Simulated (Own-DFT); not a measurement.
SiC (twinned 3C silicon carbide, strained, atoms displaced) (calculated)

A calculation, not a measurement: plane-wave PBE density functional theory by an unreviewed code, no spin, of a simulated periodic cell, stress positive in tension, free energy of the whole cell less one offset for each atom, forces on such cells passed a denser k mesh, this cell's mesh not checked; offsets are fitted by least squares, one for each functional and potential file, so energies compare only between cells with the same atoms and settings and are not formation energies; the far tail of each file's local potential was reset to the Coulomb form; each entry is a single point on an unrelaxed cell, so the pressure reflects the starting lattice, mostly measured values (interpolated for alloys), from which strain is counted, and rises with the displacements; printed positions are rounded, which can move forces by about a meV/angstrom; the program, named Own-DFT, is a retired in-house code; no spin-orbit coupling. Program: Own-DFT development build.

Settings shared by all entries: functional PBE; potential files PseudoDojo norm-conserving, scalar-relativistic, standard set; wave cutoff 42 hartree; occupations Fermi-Dirac; smearing width 0.1 eV; hardware one NVIDIA H200; k mesh 4 x 4 x 2 centred on Gamma.

(1) 
```cif
# cell vector a (Å): 6.4400 -6.3754 0.0170
# cell vector b (Å): 0.1342 6.5267 -6.6925
# cell vector c (Å): 8.8337 8.7248 8.7670
data_SiC
_symmetry_space_group_name_H-M 'P 1'
_symmetry_Int_Tables_number 1
_cell_length_a 9.0620
_cell_length_b 9.3491
_cell_length_c 15.1992
_cell_angle_alpha 90.219
_cell_angle_beta 89.412
_cell_angle_gamma 118.835
_cell_volume 1127.98
loop_
_atom_site_label
_atom_site_type_symbol
_atom_site_fract_x
_atom_site_fract_y
_atom_site_fract_z
_atom_site_occupancy
Si1 Si 0.99608 0.00151 0.43906 1
C1 C 0.99374 0.99166 0.05920 1
Si2 Si 0.11584 0.23342 0.10642 1
C2 C 0.09374 0.21049 0.23357 1
Si3 Si 0.21916 0.11039 0.27195 1
C3 C 0.23502 0.11552 0.39766 1
Si4 Si 0.98846 0.33922 0.43866 1
C4 C 0.00870 0.34094 0.06598 1
Si5 Si 0.10598 0.54353 0.10850 1
C5 C 0.12015 0.56148 0.23103 1
Si6 Si 0.22609 0.45049 0.26750 1
C6 C 0.22036 0.43728 0.39155 1
Si7 Si 0.99610 0.66990 0.43687 1
C7 C 0.00149 0.66913 0.06426 1
Si8 Si 0.11823 0.89127 0.10101 1
C8 C 0.10150 0.88608 0.22739 1
Si9 Si 0.22434 0.78057 0.27619 1
C9 C 0.22457 0.78212 0.39186 1
Si10 Si 0.33451 0.99936 0.43678 1
C10 C 0.33895 0.01015 0.06206 1
Si11 Si 0.44221 0.21544 0.10863 1
C11 C 0.44176 0.21213 0.23041 1
Si12 Si 0.55742 0.10955 0.27080 1
C12 C 0.56195 0.10998 0.40026 1
Si13 Si 0.33098 0.32248 0.43467 1
C13 C 0.33525 0.32987 0.05909 1
Si14 Si 0.44560 0.54459 0.10308 1
C14 C 0.44561 0.56139 0.23851 1
Si15 Si 0.55641 0.43627 0.26764 1
C15 C 0.54018 0.44583 0.39983 1
Si16 Si 0.33222 0.67288 0.44092 1
C16 C 0.33231 0.67282 0.06566 1
Si17 Si 0.43912 0.87898 0.10345 1
C17 C 0.43710 0.89607 0.23392 1
Si18 Si 0.55370 0.77342 0.26987 1
C18 C 0.54448 0.77757 0.39828 1
Si19 Si 0.66400 0.00856 0.43933 1
C19 C 0.66580 0.01137 0.06184 1
Si20 Si 0.77196 0.21783 0.09942 1
C20 C 0.78358 0.22511 0.22945 1
Si21 Si 0.89161 0.10336 0.26727 1
C21 C 0.88485 0.10745 0.38926 1
Si22 Si 0.66421 0.32247 0.43434 1
C22 C 0.66409 0.32427 0.06229 1
Si23 Si 0.76339 0.54493 0.10456 1
C23 C 0.76693 0.55388 0.22429 1
Si24 Si 0.88685 0.44492 0.27651 1
C24 C 0.89034 0.44743 0.39639 1
Si25 Si 0.67234 0.66956 0.43434 1
C25 C 0.66936 0.66524 0.06314 1
Si26 Si 0.77704 0.88956 0.09976 1
C26 C 0.78211 0.88881 0.23037 1
Si27 Si 0.87546 0.77237 0.27858 1
C27 C 0.89045 0.77921 0.39271 1
Si28 Si 0.99758 0.99505 0.93951 1
C28 C 0.00498 0.99431 0.56459 1
Si29 Si 0.89618 0.78547 0.60074 1
C29 C 0.88980 0.77510 0.72691 1
Si30 Si 0.77598 0.88247 0.76806 1
C30 C 0.77431 0.88405 0.89586 1
Si31 Si 0.00171 0.66034 0.93557 1
C31 C 0.00043 0.66699 0.56067 1
Si32 Si 0.89057 0.45199 0.59917 1
C32 C 0.89026 0.45111 0.73002 1
Si33 Si 0.76923 0.54275 0.76980 1
C33 C 0.78073 0.54806 0.89377 1
Si34 Si 0.00822 0.33618 0.93872 1
C34 C 0.00103 0.33917 0.55863 1
Si35 Si 0.88598 0.11477 0.60053 1
C35 C 0.89838 0.11562 0.72570 1
Si36 Si 0.77164 0.20915 0.76947 1
C36 C 0.76636 0.20983 0.89977 1
Si37 Si 0.67337 0.00901 0.93791 1
C37 C 0.67108 0.99667 0.56634 1
Si38 Si 0.54823 0.77334 0.60832 1
C38 C 0.54051 0.77700 0.72792 1
Si39 Si 0.43835 0.88507 0.77671 1
C39 C 0.44511 0.88305 0.89691 1
Si40 Si 0.66524 0.66935 0.93877 1
C40 C 0.67031 0.67186 0.55660 1
Si41 Si 0.55427 0.44144 0.60744 1
C41 C 0.55751 0.44283 0.73283 1
Si42 Si 0.44536 0.55872 0.76601 1
C42 C 0.43702 0.55008 0.89521 1
Si43 Si 0.66047 0.33698 0.93836 1
C43 C 0.67301 0.34278 0.56614 1
Si44 Si 0.55572 0.11249 0.60683 1
C44 C 0.55247 0.11176 0.72720 1
Si45 Si 0.43458 0.21717 0.76944 1
C45 C 0.44429 0.22305 0.90075 1
Si46 Si 0.33032 0.00230 0.93804 1
C46 C 0.34064 0.00182 0.55511 1
Si47 Si 0.22635 0.77800 0.61096 1
C47 C 0.22830 0.77820 0.72381 1
Si48 Si 0.10856 0.89218 0.77288 1
C48 C 0.10873 0.88771 0.89683 1
Si49 Si 0.34004 0.66644 0.93830 1
C49 C 0.33232 0.65665 0.56719 1
Si50 Si 0.22826 0.45353 0.60497 1
C50 C 0.21661 0.43322 0.72900 1
Si51 Si 0.11464 0.55357 0.76831 1
C51 C 0.11473 0.55378 0.89217 1
Si52 Si 0.33900 0.32995 0.93558 1
C52 C 0.33069 0.33349 0.56208 1
Si53 Si 0.22441 0.11504 0.60459 1
C53 C 0.21221 0.10827 0.72933 1
Si54 Si 0.10050 0.21441 0.76882 1
C54 C 0.10771 0.22553 0.89758 1
_calc_free_energy_of_cell_above_offsets '-7.512'  # eV
_calc_pressure 3.62  # GPa
_calc_stress_xx -5.13  # GPa
_calc_stress_yy -7.56  # GPa
_calc_stress_zz 1.82  # GPa
_calc_stress_yz -2.46  # GPa
_calc_stress_xz -1.69  # GPa
_calc_stress_xy 6.51  # GPa
_calc_wall_time 642  # s
```

Force:
| element | x (eV/Å) | y (eV/Å) | z (eV/Å) |
| --- | --- | --- | --- |
| Si | 0.589 | -0.811 | -0.655 |
| C | 1.835 | 0.912 | -0.918 |
| Si | -0.765 | -1.427 | 2.337 |
| C | 3.567 | -3.399 | -4.764 |
| Si | -0.677 | -0.433 | 1.046 |
| C | -2.749 | -0.015 | 0.886 |
| Si | 1.622 | -4.568 | 0.409 |
| C | -2.27 | -0.62 | 0.525 |
| Si | 0.719 | 2.02 | -3.097 |
| C | -1.286 | 1.247 | 0.343 |
| Si | 0.011 | 1.102 | 2.857 |
| C | 0.124 | 2.024 | 0.222 |
| Si | 1.12 | -1.019 | 0.199 |
| C | -0.779 | -0.921 | 0.791 |
| Si | -0.741 | 1.346 | 1.472 |
| C | 1.256 | 0.108 | 0.616 |
| Si | -2.96 | -0.83 | -1.597 |
| C | 1.071 | 2.272 | 2.115 |
| Si | -0.192 | -0.785 | -0.117 |
| C | -0.632 | -1.039 | 1.449 |
| Si | -0.307 | -0.471 | -1.102 |
| C | 0.037 | 1.218 | -1.236 |
| Si | 1.021 | -0.361 | 0.25 |
| C | -2.79 | 0.923 | -2.052 |
| Si | -0.066 | 3.362 | -0.622 |
| C | 1.105 | 1.041 | 0.724 |
| Si | 0.357 | 2.247 | -1.042 |
| C | -1.758 | -3.958 | -0.404 |
| Si | -0.196 | 2.785 | 1.061 |
| C | 2.105 | -4.501 | -1.424 |
| Si | -1.2 | -1.581 | 1.659 |
| C | -0.693 | -2.459 | 1.565 |
| Si | 1.463 | 2.39 | -1.527 |
| C | 0.339 | -3.191 | -0.196 |
| Si | 0.983 | 2.369 | -1.068 |
| C | 1.722 | -1.441 | -1.408 |
| Si | 1.261 | -3.38 | 2.801 |
| C | -0.45 | -1.933 | 2.437 |
| Si | 3.102 | 0.939 | 0.137 |
| C | -0.866 | 0.059 | 0.088 |
| Si | -2.401 | 3.436 | 1.382 |
| C | 1.347 | 1.821 | 0.859 |
| Si | 0.704 | 3.433 | -1.029 |
| C | -0.328 | 1.807 | -1.45 |
| Si | 1.797 | -1.953 | -1.476 |
| C | 2.721 | 0.12 | 1.303 |
| Si | -1.138 | -2.078 | -1.665 |
| C | -1.18 | 1.85 | -0.808 |
| Si | -1.822 | 2.052 | 1.071 |
| C | -1.171 | 0.775 | -0.518 |
| Si | 0.686 | 0.87 | 1.123 |
| C | -2.136 | 0.334 | -0.118 |
| Si | -1.374 | -3.984 | -3.095 |
| C | 1.341 | 1.703 | 1.114 |
| Si | -0.61 | 0.38 | -1.352 |
| C | -0.818 | 1.113 | -2.253 |
| Si | -0.923 | 0.311 | 2.186 |
| C | -0.414 | 0.219 | 0.64 |
| Si | 0.014 | 0.788 | -0.331 |
| C | 0.026 | -0.026 | -0.78 |
| Si | 0.598 | 1.068 | 0.163 |
| C | 0.903 | -0.073 | -0.622 |
| Si | 1.442 | 0.635 | 1.403 |
| C | -0.521 | -2.466 | 0.931 |
| Si | 2.274 | 0.682 | -1.608 |
| C | -0.391 | 1.716 | -0.443 |
| Si | -1.272 | 1.608 | -0.26 |
| C | 0.536 | 0.395 | 1.236 |
| Si | 1.788 | -0.852 | 0.025 |
| C | -3.191 | 0.829 | 1.742 |
| Si | 1.327 | 1.406 | -1.491 |
| C | 0.974 | -0.04 | -3.781 |
| Si | -1.367 | -0.645 | 2.573 |
| C | -1.744 | 0.969 | -0.382 |
| Si | 0.247 | -2.066 | -1.827 |
| C | 2.349 | -1.474 | 0.724 |
| Si | -0.54 | -0.19 | -1.678 |
| C | 0.337 | 1.256 | -0.54 |
| Si | -0.503 | -1.458 | 0.531 |
| C | 1.223 | 1.173 | 1.842 |
| Si | -0.586 | -0.005 | -1.812 |
| C | -2.328 | 0.254 | -0.003 |
| Si | 0.094 | 0.959 | 1.78 |
| C | 1.182 | -1.415 | -0.455 |
| Si | 1.121 | -1.746 | 0.703 |
| C | -1.947 | -1.524 | 1.162 |
| Si | -0.377 | -1.166 | -1.236 |
| C | 0.209 | 0.601 | 1.756 |
| Si | 1.338 | 0.466 | -0.041 |
| C | -1.841 | -2.369 | -0.32 |
| Si | 0.693 | -0.712 | 0.505 |
| C | 1.319 | 2.142 | 2.41 |
| Si | -2.865 | -2.252 | -2.863 |
| C | 1.555 | 3.555 | 2.456 |
| Si | -0.512 | -1.28 | 0.486 |
| C | -0.038 | -0.924 | -0.022 |
| Si | -0.964 | 1.413 | 0.367 |
| C | -0.466 | 1.313 | -2.838 |
| Si | -1.736 | -1.129 | 2.621 |
| C | 0.451 | -0.095 | -1.149 |
| Si | -0.482 | 0.722 | 0.087 |
| C | 0.671 | 0.267 | 0.221 |
| Si | -1.548 | 2.525 | -0.681 |
| C | 0.477 | -0.242 | 0.612 |
| Si | -0.194 | -0.926 | -0.264 |
| C | 0.91 | -1.215 | 0.182 |
| Si | 2.986 | 0.907 | -0.69 |
| C | 0.055 | -2.791 | 0.925 |

(2) 
```cif
# cell vector a (Å): 6.6365 -6.4985 -0.0277
# cell vector b (Å): -0.0600 6.4108 -6.6096
# cell vector c (Å): 8.7178 8.5707 8.9157
data_SiC
_symmetry_space_group_name_H-M 'P 1'
_symmetry_Int_Tables_number 1
_cell_length_a 9.2884
_cell_length_b 9.2081
_cell_length_c 15.1310
_cell_angle_alpha 91.854
_cell_angle_beta 89.220
_cell_angle_gamma 119.315
_cell_volume 1127.81
loop_
_atom_site_label
_atom_site_type_symbol
_atom_site_fract_x
_atom_site_fract_y
_atom_site_fract_z
_atom_site_occupancy
Si1 Si 0.00459 0.00314 0.43578 1
C1 C 0.01196 0.01140 0.06243 1
Si2 Si 0.11137 0.21153 0.10585 1
C2 C 0.10983 0.21463 0.23028 1
Si3 Si 0.23323 0.11492 0.27411 1
C3 C 0.22266 0.11574 0.40038 1
Si4 Si 0.99845 0.33558 0.43852 1
C4 C 0.00714 0.34488 0.06521 1
Si5 Si 0.11208 0.56258 0.10864 1
C5 C 0.10120 0.55348 0.22475 1
Si6 Si 0.22640 0.44410 0.27290 1
C6 C 0.22559 0.44826 0.39956 1
Si7 Si 0.99368 0.65255 0.43631 1
C7 C 0.00133 0.66544 0.06469 1
Si8 Si 0.11294 0.88573 0.09829 1
C8 C 0.10104 0.88966 0.22942 1
Si9 Si 0.22329 0.78227 0.26693 1
C9 C 0.23071 0.78082 0.39409 1
Si10 Si 0.33087 0.98517 0.43482 1
C10 C 0.32860 0.99475 0.06149 1
Si11 Si 0.43871 0.21509 0.10417 1
C11 C 0.44122 0.22702 0.22404 1
Si12 Si 0.54505 0.10605 0.26894 1
C12 C 0.55644 0.11518 0.39409 1
Si13 Si 0.33677 0.33549 0.43451 1
C13 C 0.33120 0.32349 0.06334 1
Si14 Si 0.45173 0.55459 0.10105 1
C14 C 0.44189 0.56279 0.22869 1
Si15 Si 0.55319 0.42872 0.27648 1
C15 C 0.55435 0.43798 0.39604 1
Si16 Si 0.33212 0.66747 0.43263 1
C16 C 0.32791 0.66406 0.06411 1
Si17 Si 0.44651 0.88421 0.10696 1
C17 C 0.44419 0.88664 0.23282 1
Si18 Si 0.56934 0.78696 0.26907 1
C18 C 0.56289 0.78453 0.38831 1
Si19 Si 0.66953 0.99441 0.43941 1
C19 C 0.66095 0.99689 0.06449 1
Si20 Si 0.77039 0.21361 0.09965 1
C20 C 0.78251 0.22729 0.23213 1
Si21 Si 0.88960 0.10400 0.27210 1
C21 C 0.88832 0.11573 0.39589 1
Si22 Si 0.67757 0.34521 0.43650 1
C22 C 0.66028 0.33472 0.06473 1
Si23 Si 0.78585 0.55460 0.10109 1
C23 C 0.78061 0.55509 0.22725 1
Si24 Si 0.86734 0.42816 0.26927 1
C24 C 0.88369 0.44442 0.39364 1
Si25 Si 0.66915 0.66213 0.43619 1
C25 C 0.66194 0.66747 0.05534 1
Si26 Si 0.78501 0.89278 0.10275 1
C26 C 0.77029 0.89039 0.22919 1
Si27 Si 0.88939 0.77909 0.27057 1
C27 C 0.88952 0.77252 0.39783 1
Si28 Si 0.01000 0.00284 0.93945 1
C28 C 0.00125 0.01092 0.56668 1
Si29 Si 0.88973 0.77907 0.60444 1
C29 C 0.89068 0.78082 0.72584 1
Si30 Si 0.77687 0.89424 0.77371 1
C30 C 0.77349 0.89331 0.89644 1
Si31 Si 0.00106 0.66632 0.93707 1
C31 C 0.00406 0.66584 0.56981 1
Si32 Si 0.87850 0.44641 0.60898 1
C32 C 0.88541 0.44926 0.73155 1
Si33 Si 0.78347 0.55355 0.76870 1
C33 C 0.77430 0.56399 0.89653 1
Si34 Si 0.99987 0.34427 0.93520 1
C34 C 0.00842 0.35164 0.55884 1
Si35 Si 0.89804 0.12173 0.60484 1
C35 C 0.89045 0.10104 0.72846 1
Si36 Si 0.77960 0.22116 0.76875 1
C36 C 0.78757 0.21953 0.89547 1
Si37 Si 0.66575 0.99600 0.93918 1
C37 C 0.66350 0.98908 0.56548 1
Si38 Si 0.55407 0.76904 0.60178 1
C38 C 0.55390 0.77147 0.73128 1
Si39 Si 0.45107 0.88039 0.77694 1
C39 C 0.44581 0.88466 0.89771 1
Si40 Si 0.66418 0.66510 0.94062 1
C40 C 0.66441 0.66391 0.56623 1
Si41 Si 0.56802 0.45117 0.60940 1
C41 C 0.55191 0.43802 0.73152 1
Si42 Si 0.44287 0.55200 0.77599 1
C42 C 0.44388 0.54980 0.89685 1
Si43 Si 0.66405 0.32911 0.93945 1
C43 C 0.65705 0.32184 0.56149 1
Si44 Si 0.55344 0.11003 0.60732 1
C44 C 0.55238 0.10817 0.72864 1
Si45 Si 0.44242 0.21839 0.76478 1
C45 C 0.44040 0.22747 0.89902 1
Si46 Si 0.32694 0.99291 0.93551 1
C46 C 0.32674 0.99348 0.55973 1
Si47 Si 0.22620 0.76853 0.60037 1
C47 C 0.22680 0.77956 0.72597 1
Si48 Si 0.12277 0.88943 0.76524 1
C48 C 0.10344 0.89791 0.89591 1
Si49 Si 0.32664 0.66041 0.94292 1
C49 C 0.33597 0.67038 0.56631 1
Si50 Si 0.22151 0.44330 0.60491 1
C50 C 0.22323 0.44851 0.73134 1
Si51 Si 0.11760 0.55631 0.77087 1
C51 C 0.11018 0.55121 0.89853 1
Si52 Si 0.33128 0.33160 0.93958 1
C52 C 0.33199 0.33290 0.56093 1
Si53 Si 0.21201 0.11112 0.60159 1
C53 C 0.21443 0.10863 0.73132 1
Si54 Si 0.09977 0.21137 0.76902 1
C54 C 0.10418 0.22063 0.89718 1
_calc_free_energy_of_cell_above_offsets '-8.540'  # eV
_calc_pressure 3.51  # GPa
_calc_stress_xx -0.86  # GPa
_calc_stress_yy -11.13  # GPa
_calc_stress_zz 1.46  # GPa
_calc_stress_yz 2.2  # GPa
_calc_stress_xz 0.78  # GPa
_calc_stress_xy -3.53  # GPa
_calc_wall_time 612.8  # s
```

Force:
| element | x (eV/Å) | y (eV/Å) | z (eV/Å) |
| --- | --- | --- | --- |
| Si | -0.014 | 1.248 | 0.728 |
| C | -2.604 | -1.483 | 3.203 |
| Si | 1.584 | 2.986 | -3.412 |
| C | 0.807 | 0.387 | -0.193 |
| Si | -2.375 | 1.029 | 0.523 |
| C | -0.561 | -2.396 | 0.088 |
| Si | -0.194 | -0.774 | -0.737 |
| C | -1.789 | -1.101 | 1.352 |
| Si | -0.828 | -1.796 | 0.379 |
| C | 2.635 | 1.527 | 2.056 |
| Si | -1.754 | 0.472 | -1.011 |
| C | -1.491 | -0.864 | -0.101 |
| Si | 2.442 | 1.419 | -1.863 |
| C | -0.944 | -0.463 | -1.148 |
| Si | 0.908 | 2.139 | 0.57 |
| C | 1.58 | -1.664 | -0.956 |
| Si | -0.948 | 0.183 | 1.636 |
| C | -3.101 | -0.567 | 1.673 |
| Si | 2.476 | 2.953 | -2.634 |
| C | 1.018 | -0.824 | 0.427 |
| Si | -0.39 | -0.513 | -1.409 |
| C | 0.862 | -0.723 | 2.641 |
| Si | 2.147 | -0.283 | -0.675 |
| C | 0.206 | -0.165 | 0.688 |
| Si | 0.881 | 1.494 | 1.293 |
| C | 0.216 | 0.928 | -0.831 |
| Si | -0.919 | 1.68 | 1.404 |
| C | 1.042 | -1.637 | 0.815 |
| Si | -0.635 | 0.661 | -4.685 |
| C | 0.679 | 0.574 | -0.449 |
| Si | 2.248 | -0.033 | 0.072 |
| C | 1.083 | -0.419 | 0.252 |
| Si | -0.999 | 0.741 | -0.22 |
| C | -0.9 | -0.639 | -1.05 |
| Si | -3.046 | 1.141 | 1.973 |
| C | 0.944 | 0.564 | 2.891 |
| Si | -0.373 | 1.292 | -1.366 |
| C | 0.219 | -1.207 | 0.182 |
| Si | 2.805 | 1.583 | -1.402 |
| C | -3.642 | -2.605 | 2.691 |
| Si | 0.242 | 1.375 | -1.877 |
| C | 0.483 | -0.788 | 0.985 |
| Si | -1.814 | 0.145 | 3.34 |
| C | 0.003 | -1.549 | 0.721 |
| Si | -0.889 | 1.901 | 0.412 |
| C | -0.99 | 1.165 | 0.433 |
| Si | 3.498 | 0.272 | -3.718 |
| C | 0.568 | -1.477 | 0.509 |
| Si | -0.297 | 1.268 | -0.529 |
| C | 3.748 | 1.192 | 1.842 |
| Si | -0.694 | 0.168 | 0.112 |
| C | 1.608 | -3.017 | -0.921 |
| Si | -0.551 | 0.169 | 0.861 |
| C | 0.054 | 0.015 | -0.718 |
| Si | -2.601 | 3.899 | -1.563 |
| C | -2.039 | -2.329 | 0.55 |
| Si | 0.295 | 0.413 | -0.841 |
| C | 0.857 | 0.452 | 1.262 |
| Si | -0.607 | -1.837 | 1.508 |
| C | 1.332 | -1.585 | 1.288 |
| Si | -0.763 | 1.121 | -0.451 |
| C | -2.286 | -0.687 | -0.92 |
| Si | 0.11 | -1.813 | -0.521 |
| C | 1.253 | -3.465 | 1.48 |
| Si | -0.563 | 4.413 | -0.659 |
| C | 0.825 | -2.633 | 1.091 |
| Si | 1.353 | -0.918 | 3.563 |
| C | -0.129 | 1.186 | 2.849 |
| Si | -1.855 | 0.828 | 0.13 |
| C | -1.096 | 1.974 | -1.958 |
| Si | 0.058 | 0.619 | 0.46 |
| C | -1.986 | 1.857 | -0.112 |
| Si | 0.082 | 0.87 | -0.838 |
| C | 0.662 | 0.297 | -1.603 |
| Si | 0.843 | 2.351 | 0.022 |
| C | 0.374 | -0.974 | -0.18 |
| Si | -2.167 | 0.544 | -1.915 |
| C | -0.332 | 0.804 | 0.527 |
| Si | -2.028 | -0.856 | -2.82 |
| C | 0.124 | -2.34 | -0.853 |
| Si | -2.899 | 0.186 | 0.936 |
| C | 0.725 | -0.247 | -0.924 |
| Si | -0.454 | -0.739 | -0.656 |
| C | 0.259 | 1.503 | 0.212 |
| Si | -0.551 | -0.033 | -1.095 |
| C | 1.863 | 0.37 | -1.319 |
| Si | -1.967 | -1.558 | 0.523 |
| C | 1.278 | -0.579 | 0.997 |
| Si | 0.677 | 2.217 | 1.279 |
| C | -0.29 | -3.228 | 0.681 |
| Si | 0.677 | 0.751 | -1.248 |
| C | 0.785 | 0.349 | 0.422 |
| Si | 0.3 | 3.544 | -1.345 |
| C | 1.317 | -0.766 | 1.409 |
| Si | -1.376 | 2.63 | 0.642 |
| C | 1.102 | -5.501 | 1.676 |
| Si | 0.258 | -1.237 | -0.964 |
| C | -0.647 | -3.666 | 0.229 |
| Si | 0.706 | -0.085 | -0.876 |
| C | -0.674 | -1.659 | 1.167 |
| Si | -0.706 | 1.685 | -0.593 |
| C | -0.318 | 0.25 | -2.857 |
| Si | -1.121 | 0.625 | -0.079 |
| C | 1.089 | 0.091 | -0.072 |
| Si | 2.415 | -1.366 | 0.025 |
| C | 0.379 | -2.011 | -1.136 |
| Si | 2.707 | 1.19 | -0.559 |
| C | 0.506 | -0.593 | -0.82 |
